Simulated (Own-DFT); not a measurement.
Si3N4 (beta silicon nitride, strained, atoms displaced) (calculated)

All values are calculated (Own-DFT development build). A calculation, not a measurement: plane-wave PBE density functional theory by an unreviewed code, no spin, of a simulated periodic cell, stress positive in tension, free energy of the whole cell less one offset for each atom, forces on such cells passed a denser k mesh, this cell's mesh not checked; offsets are fitted by least squares, one for each functional and potential file, so energies compare only between cells with the same atoms and settings and are not formation energies; the far tail of each file's local potential was reset to the Coulomb form; each entry is a single point on an unrelaxed cell, so the pressure reflects the starting lattice, mostly measured values (interpolated for alloys), from which strain is counted, and rises with the displacements; printed positions are rounded, which can move forces by about a meV/angstrom; the program, named Own-DFT, is a retired in-house code; no spin-orbit coupling; before rounding, a Quantum ESPRESSO 7.3.1 run of the same cell and cutoff gave forces within 1 meV/angstrom rms on each cell, which checks the program and not the settings.

Common to all runs: functional PBE; potential files PseudoDojo norm-conserving, scalar-relativistic, standard set; wave cutoff 42 hartree; occupations Fermi-Dirac; smearing width 0.1 eV; k mesh 3 x 3 x 3 centred on Gamma.

(1) 
```cif
# cell vector a (Å): 7.6693 -0.1002 0.0500
# cell vector b (Å): -3.9214 6.6634 -0.1101
# cell vector c (Å): 0.0574 -0.1127 8.8062
data_Si3N4
_symmetry_space_group_name_H-M 'P 1'
_symmetry_Int_Tables_number 1
_cell_length_a 7.6701
_cell_length_b 7.7324
_cell_length_c 8.8071
_cell_angle_alpha 91.637
_cell_angle_beta 89.244
_cell_angle_gamma 121.227
_cell_volume 446.48
loop_
_atom_site_label
_atom_site_type_symbol
_atom_site_fract_x
_atom_site_fract_y
_atom_site_fract_z
_atom_site_occupancy
Si1 Si 0.18154 0.77149 0.08322 1
Si2 Si 0.22509 0.40344 0.08619 1
Si3 Si 0.59126 0.82547 0.07355 1
Si4 Si 0.83614 0.23918 0.24990 1
Si5 Si 0.76789 0.59921 0.23979 1
Si6 Si 0.40288 0.16928 0.25640 1
N1 N 0.34090 0.04347 0.08700 1
N2 N 0.96951 0.30059 0.08941 1
N3 N 0.69444 0.66274 0.07813 1
N4 N 0.66878 0.96417 0.24594 1
N5 N 0.03571 0.69785 0.26785 1
N6 N 0.29823 0.32955 0.25754 1
N7 N 0.33292 0.65873 0.08465 1
N8 N 0.67598 0.33570 0.24659 1
Si7 Si 0.17850 0.77497 0.41122 1
Si8 Si 0.23314 0.41681 0.41720 1
Si9 Si 0.59517 0.82298 0.41976 1
Si10 Si 0.83573 0.22458 0.57894 1
Si11 Si 0.77733 0.59523 0.57837 1
Si12 Si 0.41225 0.18706 0.58633 1
N9 N 0.33687 0.03469 0.41687 1
N10 N 0.98152 0.30077 0.41062 1
N11 N 0.69950 0.66796 0.41989 1
N12 N 0.65828 0.96718 0.57701 1
N13 N 0.02790 0.69325 0.58330 1
N14 N 0.30988 0.34620 0.58562 1
N15 N 0.34021 0.67155 0.42258 1
N16 N 0.66822 0.33615 0.58090 1
Si13 Si 0.16453 0.76389 0.74916 1
Si14 Si 0.25115 0.42177 0.75463 1
Si15 Si 0.58078 0.81870 0.75372 1
Si16 Si 0.83474 0.23221 0.91781 1
Si17 Si 0.78532 0.60179 0.91089 1
Si18 Si 0.39694 0.17305 0.91357 1
N17 N 0.33037 0.01875 0.74643 1
N18 N 0.96601 0.29514 0.74543 1
N19 N 0.70373 0.66785 0.76051 1
N20 N 0.68284 0.98611 0.92058 1
N21 N 0.03707 0.70396 0.91550 1
N22 N 0.30019 0.33314 0.92153 1
N23 N 0.33430 0.66494 0.74870 1
N24 N 0.66187 0.33316 0.92521 1
_calc_free_energy_of_cell_above_offsets '-3.854'  # eV
_calc_pressure 2.4  # GPa
_calc_stress_xx -1.56  # GPa
_calc_stress_yy -4.38  # GPa
_calc_stress_zz -1.27  # GPa
_calc_stress_yz -4.25  # GPa
_calc_stress_xz 0.35  # GPa
_calc_stress_xy -7.53  # GPa
```

Force:
```tsv
element	x (eV/Å)	y (eV/Å)	z (eV/Å)
Si	0.262	0.495	1.553
Si	2.169	-0.716	1.427
Si	1.661	0.412	2.209
Si	-2.459	-2.227	0.761
Si	0.406	-1.38	2.434
Si	0.572	3.141	-0.43
N	-0.855	-3.226	-1.577
N	0.638	0.546	-2.109
N	0.216	1.285	-0.357
N	0.222	0.798	0.823
N	-2.477	-0.874	-7.198
N	0.393	-0.101	-1.612
N	-1.467	1.553	-0.626
N	-1.005	0.282	0.467
Si	2.942	0.573	5.094
Si	2.716	-0.203	0.714
Si	1.04	0.177	-2.622
Si	-2.508	0.72	-0.274
Si	-2.57	-0.793	0.793
Si	-0.3	-1.268	-0.477
N	-0.518	-0.251	1.137
N	-2.189	-1.048	1.647
N	0.265	0.371	-1.008
N	0.86	0.473	2.877
N	1.842	1.167	-0.568
N	0.45	-0.907	-0.162
N	-2.207	-0.051	-0.448
N	1.95	-0.245	0.174
Si	1.947	0.094	-1.366
Si	-1.291	-3.532	-0.213
Si	3.87	2.998	-0.834
Si	-2.462	2.574	-0.374
Si	-2.788	-2.987	1.932
Si	1.635	0.611	0.893
N	-0.67	2.267	0.244
N	2.084	1.228	1.402
N	-1.443	1.319	-2.945
N	-0.663	-4.742	-1.08
N	1.164	0.241	1.306
N	-0.38	-0.346	-1.098
N	-2.889	1.016	0.617
N	1.835	0.557	-1.125
```

(2) 
```cif
# cell vector a (Å): 7.5266 -0.0491 -0.1426
# cell vector b (Å): -3.8058 6.6119 -0.0318
# cell vector c (Å): -0.1636 -0.1365 8.7785
data_Si3N4
_symmetry_space_group_name_H-M 'P 1'
_symmetry_Int_Tables_number 1
_cell_length_a 7.5281
_cell_length_b 7.6290
_cell_length_c 8.7811
_cell_angle_alpha 90.478
_cell_angle_beta 92.147
_cell_angle_gamma 120.287
_cell_volume 434.96
loop_
_atom_site_label
_atom_site_type_symbol
_atom_site_fract_x
_atom_site_fract_y
_atom_site_fract_z
_atom_site_occupancy
Si1 Si 0.18455 0.77689 0.09064 1
Si2 Si 0.22244 0.40617 0.08250 1
Si3 Si 0.60328 0.83047 0.08713 1
Si4 Si 0.82750 0.23511 0.25688 1
Si5 Si 0.77560 0.59309 0.24504 1
Si6 Si 0.40337 0.18259 0.25540 1
N1 N 0.33300 0.02746 0.08788 1
N2 N 0.97813 0.30160 0.07981 1
N3 N 0.69603 0.65777 0.07499 1
N4 N 0.67445 0.96535 0.25208 1
N5 N 0.02202 0.67343 0.25049 1
N6 N 0.30566 0.33142 0.25486 1
N7 N 0.34702 0.67159 0.08735 1
N8 N 0.66165 0.32553 0.25475 1
Si7 Si 0.16870 0.76888 0.41970 1
Si8 Si 0.23034 0.41002 0.41022 1
Si9 Si 0.59725 0.83323 0.41919 1
Si10 Si 0.82375 0.22107 0.58435 1
Si11 Si 0.76575 0.58561 0.58596 1
Si12 Si 0.39020 0.17345 0.58529 1
N9 N 0.33823 0.03075 0.43148 1
N10 N 0.97316 0.30343 0.41081 1
N11 N 0.70481 0.67404 0.43059 1
N12 N 0.66199 0.96405 0.58022 1
N13 N 0.03405 0.69500 0.58628 1
N14 N 0.28995 0.32510 0.57806 1
N15 N 0.33105 0.67310 0.42294 1
N16 N 0.65885 0.31948 0.58053 1
Si13 Si 0.16699 0.76581 0.75484 1
Si14 Si 0.22999 0.40560 0.74590 1
Si15 Si 0.58551 0.82244 0.75215 1
Si16 Si 0.82207 0.24131 0.92111 1
Si17 Si 0.76775 0.59181 0.91480 1
Si18 Si 0.40826 0.18110 0.91919 1
N17 N 0.34214 0.04149 0.74225 1
N18 N 0.97859 0.30971 0.75481 1
N19 N 0.68986 0.65721 0.75178 1
N20 N 0.67757 0.97158 0.91974 1
N21 N 0.04490 0.70436 0.92709 1
N22 N 0.31937 0.34516 0.91291 1
N23 N 0.33547 0.65721 0.75463 1
N24 N 0.66525 0.33202 0.91430 1
_calc_free_energy_of_cell_above_offsets '-3.452'  # eV
_calc_pressure 9.1  # GPa
_calc_stress_xx -14.59  # GPa
_calc_stress_yy -8.11  # GPa
_calc_stress_zz -4.6  # GPa
_calc_stress_yz -6.57  # GPa
_calc_stress_xz -6.86  # GPa
_calc_stress_xy -3.7  # GPa
```

Force:
```tsv
element	x (eV/Å)	y (eV/Å)	z (eV/Å)
Si	1.247	-2.032	1.042
Si	5.41	2.076	-0.7
Si	0.859	-0.88	-1.83
Si	-0.802	-1.466	-3.401
Si	-3.696	-1.308	1.538
Si	1.822	-3.055	0.949
N	-0.479	2.688	-0.033
N	-3.902	-1.617	2.352
N	-0.239	1.186	2.14
N	0.412	1.824	0.747
N	2.451	2.581	-0.599
N	-2.534	1.401	-1.347
N	-2.031	-0.967	0.336
N	0.491	1.676	-0.553
Si	0.889	0.301	0.936
Si	1.044	1.251	1.568
Si	0.301	-2.77	-1.528
Si	-0.621	1.576	-0.061
Si	0.149	-0.944	0.726
Si	2.052	1.367	0.424
N	-1.239	-1.474	-4.836
N	-0.169	-0.384	3.496
N	-0.152	0.178	-3.842
N	0.752	1.252	3.114
N	-1.406	-0.523	-0.522
N	-1.09	0.875	0.431
N	1.029	-1.006	-0.732
N	0.391	1.815	0.311
Si	2.701	1.237	0.378
Si	2.077	-0.341	0.457
Si	1.94	0.559	-0.443
Si	2.544	-1.943	-1.993
Si	0.739	0.354	-0.141
Si	-0.492	-1.797	-0.473
N	-0.887	-3.065	3.688
N	-2.813	-1.782	-0.074
N	0.377	0.913	-0.866
N	-0.24	0.584	0.013
N	-2.481	-1.133	-2.595
N	-1.764	-0.461	1.511
N	-2.757	1.981	-0.108
N	0.119	1.272	0.519
```
